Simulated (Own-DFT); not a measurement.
# A layer strained by its substrate: diamond-structure SiGeSn with randomly placed atoms, 64 atoms (Ge52Si8Sn4)

Calculated, not measured: single-point runs of Own-DFT, a retired in-house plane-wave DFT program that no person has reviewed, on unrelaxed cells, without spin or spin-orbit coupling.

Settings: PBE; PseudoDojo norm-conserving scalar-relativistic files; cutoff 49 hartree; 3 x 3 x 3 k mesh centred on Gamma; Fermi-Dirac smearing of 0.1 eV.

Known weak points: forces on such cells moved up to 12 meV/angstrom on a denser k mesh; stress not checked against mesh or cutoff.

Unstrained cell vectors in Å: (11.363, 0.000, 0.000); (0.000, 11.363, 0.000); (0.000, 0.000, 11.363). The unstrained cell has measured lattice constants (interpolated for alloys), not those of this functional. That, the random moves and any unrelaxed bonds set the pressure at no strain. Each run strains x and y alike by e, as a substrate would, and holds the height along z. Each atom got a random Gaussian move of width 0.05 Å along each axis. The random placing of the alloy's atoms differs from row to row. Stress is positive in tension.

| e (%) | u (Å) | (s_xx + s_yy)/2 (GPa) | s_zz (GPa) |
|---|---|---|---|
| -3.00 | 0.047 | -10.57 | -8.50 |
| -2.25 | 0.047 | -9.06 | -7.49 |
| -1.25 | 0.050 | -7.20 | -6.41 |
| -1.00 | 0.049 | ? | ? |
| 0.75 | 0.050 | -3.44 | -3.75 |
| 1.25 | 0.049 | -2.31 | -3.03 |
| 1.50 | 0.054 | -2.30 | -3.24 |
| 2.00 | 0.052 | -1.45 | -2.59 |
| 2.75 | 0.051 | -0.13 | -1.81 |
| 3.00 | 0.051 | 0.05 | -1.68 |

## Fit

With e as a fraction, the in-plane stress is -4.7 + 179 e - 546 e² GPa (errors 2 and 159, scatter 0.15), and s_zz is -4.7 + 116 e - 451 e² GPa (slope ± 3, scatter 0.17). At e = 0 the first slope is C11 + C12 and the second 2 C12, both with the ions held to the strained lattice and at the cell's own pressure. The term in e² is negative: the layer stiffens under compression and softens under tension. A free layer would change its height as e changes, and the in-plane slope would drop by 2 C12²/C11 to the biaxial modulus. At fixed height, a misfit of 1 % moves the in-plane stress by about 1.8 GPa and s_zz by 1.2 GPa.

## The run left out

Question: what are the two stresses at e = -1.00 %?

The fit gives -6.6 and -5.9 GPa. DFT gave -6.47 and -5.87 GPa.
